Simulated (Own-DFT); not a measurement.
# Point defects and the pressure they add: B20 RuSi

Source: density functional calculations with Own-DFT, an unreviewed in-house program that is no longer used. Nothing was measured or relaxed, and spin and spin-orbit coupling are left out.

Common settings: PBE; PseudoDojo norm-conserving scalar-relativistic files; cutoff 50 hartree; 5 x 4 x 5 k mesh centred on Gamma; cold (Marzari-Vanderbilt) smearing of 0.2 eV.

Keep in mind (not all hold for every row): not probed for a lower state with spin; forces on such cells failed a check on a denser k mesh; stress not checked against mesh or cutoff.

All runs share one cell, with vectors in Å (4.709, 0.000, 4.709); (0.000, 9.417, 0.000); (-4.709, 0.000, 4.709) and a volume of 417.6 Å³. Atoms were moved at random from their sites; u is the rms move along one axis. The defect's site can differ from row to row.

| cell | formula | u (Å) | P (GPa) |
|---|---|---|---|
| no defect | Ru16Si16 | 0.0188 | 4.89 |
| no defect | Ru16Si16 | 0.0471 | 6.45 |
| no defect | Ru16Si16 | 0.0485 | 5.68 |
| one Si on a Ru site | Ru15Si17 | 0.0295 | 5.60 |
| one Si on a Ru site | Ru15Si17 | 0.0307 | 5.80 |
| one Si on a Ru site | Ru15Si17 | 0.0534 | 7.93 |
| one Si vacancy | Ru16Si15 | 0.0288 | 1.98 |
| one Si vacancy | Ru16Si15 | 0.0491 | 3.20 |
| one Si vacancy | Ru16Si15 | 0.0512 | 3.24 |
| one Ru on a Si site | Ru17Si15 | 0.0299 | 8.52 |
| one Ru on a Si site | Ru17Si15 | 0.0316 | 8.63 |
| one Ru on a Si site | Ru17Si15 | 0.0472 | ? |
| one Ru on a Si site | Ru17Si15 | 0.0498 | 9.46 |
| one Ru vacancy | Ru15Si16 | 0.0305 | 2.97 |
| one Ru vacancy | Ru15Si16 | 0.0434 | 3.73 |
| one Ru vacancy | Ru15Si16 | 0.0495 | 4.60 |

## Worked fit

P = P0 + c u² + a shift for each defect gives P0 = 4.34 GPa, c = 815 ± 107 GPa/Å² and a scatter of 0.33 GPa. The shifts, and each times the cell's volume:

- one Ru on a Si site: 3.34 ± 0.27 GPa, 8.7 eV
- one Si on a Ru site: 0.84 ± 0.27 GPa, 2.2 eV
- one Ru vacancy: -2.00 ± 0.27 GPa, -5.2 eV
- one Si vacancy: -3.12 ± 0.28 GPa, -8.1 eV

Positive is outwards. The product with the volume (160.2 GPa Å³ to the eV) is nearly free of the cell's size; divided by the bulk modulus at the cell's pressure it gives the volume that the defect adds. The atoms around the defects weren't relaxed, which would change these numbers.

## Check

Asked: what pressure belongs in the blank (one Ru on a Si site, u = 0.0472 Å)?

The fit gives 9.50 ± 0.40 GPa. The calculation gave 8.94 GPa.
